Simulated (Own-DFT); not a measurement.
Simulation results for In₃GaP₄ (zincblende random alloy, strained, atoms displaced)

A calculation, not a measurement: plane-wave PBE density functional theory by an unreviewed code, no spin, of a simulated periodic cell, stress positive in tension, free energy of the whole cell less one offset for each atom, forces on such cells passed a denser k mesh, this cell's mesh not checked; offsets are fitted by least squares, one for each functional and potential file, so energies compare only between cells with the same atoms and settings and are not formation energies; the far tail of each file's local potential was reset to the Coulomb form; each entry is a single point on an unrelaxed cell, so the pressure reflects the starting lattice, mostly measured values, from which strain is counted, and rises with the displacements; printed positions are rounded, which can move forces by about a meV/angstrom; the program is a retired in-house code; no spin-orbit coupling; before rounding, a Quantum ESPRESSO 7.3.1 run of the same cell and cutoff gave forces within 1 meV/angstrom rms on each cell, which checks the program and not the settings. Program: Own-DFT development build.

Common to all runs: functional PBE; potential files PseudoDojo norm-conserving, scalar-relativistic, standard set; wave cutoff 42 hartree; occupations Fermi-Dirac; smearing width 0.1 eV; k mesh 3 x 3 x 3 centred on Gamma.

(1) 
```xyz
64
Lattice="11.3066 0.0000 0.0000 0.0000 11.3066 0.0000 0.0000 0.0000 11.7722" Properties=species:S:1:pos:R:3:force_x:R:1:force_y:R:1:force_z:R:1 formula=In3GaP4 free_energy_of_cell_above_offsets=-28.669 pressure=5.8 stress_xx=-6.36 stress_yy=-6.43 stress_zz=-4.62 stress_yz=-0.03 stress_xz=-0.14 stress_xy=0.89
In     0.0150     0.0715    11.6984      0.328     -1.538      0.697
In    11.2808     2.8388     2.9314      1.124     -0.623      0.347
In     2.7578     0.0736     2.9512      0.911     -1.364      0.566
In     2.8276     2.7401    11.7644      0.204      0.981     -0.125
P      1.4657     1.3598     1.4270     -1.076      0.749       0.41
P      1.3450     4.2352     4.4690      1.734        0.4     -1.016
P      4.3316     1.3269     4.4475      -0.74      0.675     -1.165
P      4.2038     4.2977     1.4515     -1.011      0.246      0.848
Ga    11.2811     0.0226     5.8940      0.343     -0.506     -0.014
In    11.2741     2.8709     8.7787      1.083     -1.297      1.037
Ga     2.8798     0.0082     8.7956      -0.41     -0.074        0.1
In     2.9298     2.7590     5.8470     -0.822      0.387     -0.382
P      1.4510     1.3818     7.2855     -0.292     -1.044      0.733
P      1.3823     4.2510    10.3727      1.953     -0.716     -2.363
P      4.2237     1.3862    10.3035      0.226     -0.851     -1.017
P      4.2821     4.1327     7.3566     -1.495       1.55      0.917
In     0.1145     5.5968    11.7343     -2.036      0.578       1.08
In     0.0264     8.4760     2.9368     -0.806      0.116      0.313
Ga     2.8690     5.7452     2.9335     -0.887     -0.552      0.048
In     2.8373     8.3449    11.7465     -0.803       1.34      0.726
P      1.2969     7.0896     1.4465      1.798     -0.897       0.77
P      1.3998     9.8102     4.4192      0.573      0.843      1.697
P      4.2413     7.0777     4.3870     -0.954     -0.119      0.337
P      4.2618     9.8706     1.3946     -1.056     -0.215      0.823
In     0.0439     5.7224     5.9084     -0.407       -0.6      0.326
Ga     0.0168     8.5405     8.8304      0.183     -0.456      0.491
Ga     2.8013     5.7207     8.8285      0.302     -0.476       0.26
Ga     2.8916     8.4479     5.8957     -0.327      0.368      0.018
P      1.4240     7.0971     7.3834      0.904      0.876       0.75
P      1.4819     9.8818    10.2637     -0.292      0.133     -1.065
P      4.2449     7.1243    10.3308      1.082     -1.102     -2.594
P      4.2835     9.9395     7.3544     -1.091     -1.577      1.084
In     5.6882    11.2902     0.0881      0.558      0.249     -1.097
In     5.5946     2.8284     2.8912      0.391      0.261      0.532
In     8.4815    11.2088     2.9932     -0.049      0.863      0.116
In     8.5580     2.8392    11.7035     -0.902     -0.162      0.753
P      7.1021     1.4285     1.5268      0.388       0.06     -0.386
P      7.1161     4.2540     4.4134     -0.194     -0.735      0.679
P      9.9560     1.3959     4.4135     -0.726     -0.285      1.512
P      9.9134     4.1227     1.4990     -0.233      1.566     -0.788
In     5.6357    11.2797     5.9050      0.139      0.084      0.293
In     5.6899     2.7938     8.7709      0.129     -0.004      1.385
In     8.5064    11.2823     8.7786      0.272      0.727     -0.389
Ga     8.4368     2.8064     5.8554      0.525      0.047      0.051
P      7.0188     1.3977     7.2932      1.719      0.542     -0.282
P      7.0216     4.2371    10.4026      0.472     -0.113     -1.492
P      9.8811     1.3732    10.3521      0.029        0.5     -1.714
P      9.9323     4.1981     7.4050     -1.805      0.538     -1.932
In     5.6636     5.6581     0.0297     -0.736      0.022     -0.502
In     5.6539     8.4132     2.8345       0.09      0.614      0.534
In     8.4619     5.6590     2.8832      0.831     -0.322      0.462
In     8.4541     8.4693    11.6951      0.783     -0.124      0.921
P      7.0834     7.0090     1.4138      0.342      0.744      0.172
P      6.9564     9.9606     4.4350      0.645     -1.571     -0.526
P      9.9266     7.0378     4.4285     -0.851      0.482     -0.184
P      9.8753     9.8901     1.5158      0.391     -0.182     -1.065
In     5.5886     5.6180     5.9446      0.385      0.004     -0.755
Ga     5.7116     8.4455     8.7317     -0.292      0.646      0.852
In     8.4790     5.7150     8.7891     -0.305     -1.009       0.36
In     8.4277     8.5152     5.9189      0.349       0.03     -0.852
P      7.0366     7.0727     7.3437     -0.697      0.359      0.437
P      7.2153     9.9126    10.2641     -2.549     -0.435     -0.563
P      9.8638     7.0043    10.3155      1.519      0.918     -0.577
P      9.9387     9.8321     7.3968      1.139      0.453     -0.592
```

Units: free_energy_of_cell_above_offsets in eV; pressure, stress_xx, stress_yy, stress_zz, stress_yz, stress_xz, stress_xy in GPa; force_x, force_y, force_z in eV/Å.

(2) 
```xyz
64
Lattice="11.3066 0.0000 0.0000 0.0000 11.3066 0.0000 0.0000 0.0000 11.7722" Properties=species:S:1:pos:R:3:force_x:R:1:force_y:R:1:force_z:R:1 formula=In3GaP4 free_energy_of_cell_above_offsets=-29.049 pressure=5.73 stress_xx=-6.36 stress_yy=-6.5 stress_zz=-4.34 stress_yz=0.51 stress_xz=0.51 stress_xy=-1.33
In    11.3019    11.2870     0.0895      0.244     -0.011     -1.336
In    11.2373     2.8400     2.9427      1.024      0.435     -0.676
In     2.8123     0.0542     2.9013     -0.239     -0.155     -0.244
Ga     2.8619     2.8391    11.7427     -0.065     -0.063      0.073
P      1.3728     1.4378     1.4090      1.217      1.261     -0.056
P      1.4336     4.2721     4.3369     -0.171     -0.714      0.763
P      4.2358     1.4140     4.3597     -0.102     -0.541       0.94
P      4.2737     4.2481     1.5454     -1.335      -1.03     -1.147
In    11.2731     0.0022     5.9485      0.231      0.238     -1.228
Ga    11.2615     2.8168     8.9742      0.235      0.147     -0.921
In     2.8457     0.0037     8.8312      -0.59      1.185      0.091
In     2.8853     2.7959     5.8809     -0.451       0.73     -0.055
P      1.3702     1.4883     7.3450     -0.404      0.339       1.31
P      1.3277     4.2452    10.3368       2.16     -1.506     -1.382
P      4.3175     1.4402    10.2396     -0.989     -0.672      2.431
P      4.2474     4.2903     7.4141     -1.345     -0.039       0.69
In     0.0487     5.6659    11.6948     -0.542      0.362      1.794
In    11.3001     8.4620     2.9752      0.238      0.444     -1.188
In     2.8537     5.6577     2.9646      0.108      0.157     -0.137
In     2.7587     8.4655     0.0908      0.897      1.028     -1.492
P      1.5013     7.0579     1.4735      -1.58      -0.63      0.536
P      1.4318     9.8762     4.3442      -0.14      0.566      0.812
P      4.2515     7.0899     4.3815     -0.096     -0.551      1.118
P      4.2421     9.9389     1.4514      0.791      0.124     -0.393
In     0.0008     5.6518     5.8464       0.48      0.273      0.171
In    11.2740     8.4391     8.8614      0.703      0.798     -0.302
Ga     2.8252     5.6152     8.9130     -0.097       0.54      -0.11
In     2.8367     8.4931     5.9026     -0.142     -0.101     -0.366
P      1.4168     7.1143     7.3805      0.661     -1.373      0.371
P      1.4381     9.9466    10.2381     -0.676     -0.588      0.995
P      4.2638     7.1092    10.3193     -0.579     -0.851     -0.503
P      4.1549     9.9420     7.3905      0.957     -0.481     -0.697
Ga     5.6285    11.2466    11.7520      0.283      0.541      0.174
In     5.5977     2.8119     2.9757      0.797      -0.01     -0.332
Ga     8.4635    11.3041     2.9303     -0.064     -0.226      0.122
Ga     8.5601     2.8405    11.7447     -1.067       0.04      0.172
P      7.0516     1.3827     1.5676      0.674     -0.583     -1.775
P      7.0792     4.1482     4.4032      0.276      2.065     -0.603
P      9.8846     1.4600     4.3007     -1.076     -1.817      0.899
P      9.8646     4.2200     1.4404     -0.833      0.824     -0.292
In     5.6370    11.2913     5.9002      0.294      0.102     -0.087
In     5.6249     2.7643     8.7836      0.717      0.637     -0.434
In     8.4708     0.0429     8.7754      0.765     -0.803      1.127
In     8.5193     2.9133     5.8792      0.292      -0.87      0.349
P      7.1367     1.3934     7.3973     -0.809      0.811     -1.576
P      6.9908     4.2432    10.2281      0.817     -0.883      1.476
P      9.8970     1.4485    10.3471     -0.089      0.436     -0.152
P      9.9769     4.2451     7.3686      0.051     -0.498      1.208
In     5.6409     5.5931     0.0904      0.348      0.611     -0.893
In     5.6597     8.4580     3.0019     -0.228      0.134     -1.345
Ga     8.5966     5.7188     2.9261     -1.076     -0.834     -0.421
In     8.5052     8.4912     0.0421     -0.782      -0.75     -1.472
P      7.0865     7.0625     1.5014      0.663     -0.705      0.586
P      7.0217     9.8145     4.3999      2.268      0.889      0.939
P      9.9067     7.0416     4.2998     -1.456     -0.017      1.519
P      9.8540     9.8827     1.3883     -0.079      0.732      2.297
In     5.6362     5.6109     5.9655      0.621      0.479     -1.218
In     5.6956     8.5362     8.7669     -0.803     -0.619     -0.149
In     8.4117     5.6555     8.8537      0.758     -0.251     -0.367
Ga     8.4772     8.4047     5.9634      0.338      0.661     -1.108
P      7.1315     7.1028     7.3213      -0.06      0.179     -0.372
P      6.9941     9.9104    10.2394      0.613      0.757      1.498
P      9.9719     7.0077    10.2440     -1.486      0.386      0.754
P      9.9066     9.8551     7.3455     -1.073     -0.735     -0.385
```

Units: free_energy_of_cell_above_offsets in eV; pressure, stress_xx, stress_yy, stress_zz, stress_yz, stress_xz, stress_xy in GPa; force_x, force_y, force_z in eV/Å.
